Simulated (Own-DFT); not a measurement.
# How strain changes the stress of grey tin, 32 atoms (Sn32)

These are calculations, not measurements. The program, named Own-DFT, is a retired in-house plane-wave density functional code that no person has reviewed. Each row is one single-point run on a periodic cell that was not relaxed, without spin or spin-orbit coupling.

Settings of every run: PBE; PseudoDojo norm-conserving scalar-relativistic files; cutoff 42 hartree; 3 x 3 x 5 k mesh centred on Gamma; cold (Marzari-Vanderbilt) smearing of 0.2 eV.

Known limits: forces on such cells failed a check on a denser k mesh; stress not checked against mesh or cutoff.

Unstrained cell vectors in Å: (12.978, 0.000, 0.000); (0.000, 12.978, 0.000); (0.000, 0.000, 6.489). The unstrained cell has measured lattice constants (interpolated for alloys), not those of this functional. That, the random moves and any unrelaxed bonds set the pressure at no strain. Each run strains this cell uniformly, with the atoms carried along. Every atom was also moved at random, by a Gaussian of width 0.05 Å on each axis. Strain is the symmetric tensor, in per cent. Stress is positive in tension, and the pressure is minus a third of its trace.

```
run,e_xx (%),e_yy (%),e_zz (%),e_yz (%),e_xz (%),e_xy (%),s_xx (GPa),s_yy (GPa),s_zz (GPa),s_yz (GPa),s_xz (GPa),s_xy (GPa),P (GPa),E (meV/atom)
1,0.96,-1.56,-0.87,-0.93,0.48,0.22,-3.89,-4.73,-4.54,-1.24,0.33,0.18,4.39,24.2
2,0.49,0.82,-1.94,-0.31,-1.16,0.20,-3.78,-3.70,-4.48,-0.06,-1.66,0.82,3.99,20.4
3,0.10,0.58,1.06,0.82,-1.55,-0.05,-2.95,-2.88,-2.78,1.67,-1.73,0.23,2.87,9.9
4,-1.62,-0.43,-0.45,0.09,0.84,-1.64,-5.22,-4.96,-5.00,0.47,1.01,-1.64,5.06,39.6
5,1.35,-0.28,1.72,1.41,0.45,-1.08,-2.25,-2.65,-2.09,1.21,0.32,-0.65,2.33,2.9
6,-0.05,-0.08,-0.23,0.70,0.33,0.85,-3.77,-3.79,-3.86,0.27,0.63,0.60,3.80,14.2
7,-1.74,-1.74,1.92,-1.11,0.00,-0.69,-4.99,-4.90,-3.79,-1.35,-0.11,-1.21,4.56,38.5
8,1.08,0.49,-0.28,1.66,0.50,1.23,-2.85,-2.96,-3.22,1.28,0.51,1.46,3.01,6.9
9,-1.20,-0.51,-0.76,0.71,-1.89,0.68,-5.50,-5.26,-5.48,2.41,-3.27,1.61,5.42,70.3
10,-1.59,-0.18,0.93,0.76,-0.34,1.01,-4.76,-4.37,-3.94,1.08,-0.01,1.41,4.35,44.5
11,-1.47,1.89,0.84,0.47,-1.09,-1.33,-3.54,-2.68,-3.13,0.12,-1.04,-1.53,3.12,18.2
12,1.83,-1.09,-1.89,1.80,-0.57,-0.84,-3.54,-4.62,-4.76,2.03,-0.22,-0.27,4.31,33.3
13,-1.22,-1.90,1.70,1.12,-1.69,1.09,-4.77,-4.93,-3.87,1.31,-2.12,0.53,4.53,37.2
14,1.43,1.39,-1.58,-1.97,0.06,1.31,-2.86,-2.77,-3.58,-1.88,-0.43,1.07,3.07,12.0
15,1.45,0.10,-0.22,0.11,-1.60,0.72,-2.74,-3.15,-3.24,0.45,-1.67,0.83,3.04,12.4
16,-1.41,1.55,1.96,1.34,-0.13,1.62,-3.18,-2.35,-2.24,1.14,0.01,1.64,2.59,0.0
17,1.19,0.74,1.78,-1.63,-1.25,-1.05,-1.96,-2.11,-1.82,-1.50,-1.12,-1.27,1.96,0.0
18,-1.31,-0.74,1.25,-1.18,1.12,1.40,?,?,?,?,?,?,?,?
```

E is the free energy for each atom above the lowest run shown.

## Worked fit

Each stress component was fitted by least squares to a constant and the strains of the runs shown, as fractions, with shears doubled. Shear strains stay in the fit of a normal stress only where such slopes are resolved. The slopes, in GPa:

| stress | at no strain | per e_xx | per e_yy | per e_zz | scatter |
|---|---|---|---|---|---|
| s_xx | -3.7 | 73 ± 3 | 43 ± 3 | 40 ± 3 | 0.15 |
| s_yy | -3.8 | 45 ± 3 | 73 ± 3 | 42 ± 3 | 0.12 |
| s_zz | -3.8 | 46 ± 3 | 42 ± 3 | 71 ± 3 | 0.15 |

Each shear stress against twice its own strain: yz 51 ± 5, xz 61 ± 6, xy 47 ± 5 GPa. These are stiffnesses along x, y and z of the frame in which the cell vectors are given, which need not be the crystal's axes. The atoms are held to the strained lattice; where symmetry lets them move under strain, relaxing them would lower some slopes. The table should be nearly symmetric about its diagonal, and what it lacks of that shows the noise. A ninth of its sum, 53 ± 2 GPa, estimates the bulk modulus near the mean pressure of these runs, 3.7 GPa, so it lies above the value at zero pressure.

## Withheld run

Question: what normal stresses and pressure should run 18 give?

The fit gives s_xx = -4.5, s_yy = -4.4, s_zz = -3.8 and P = 4.2 GPa. The calculation gave -4.59, -4.57, -3.82 and P = 4.33 GPa.
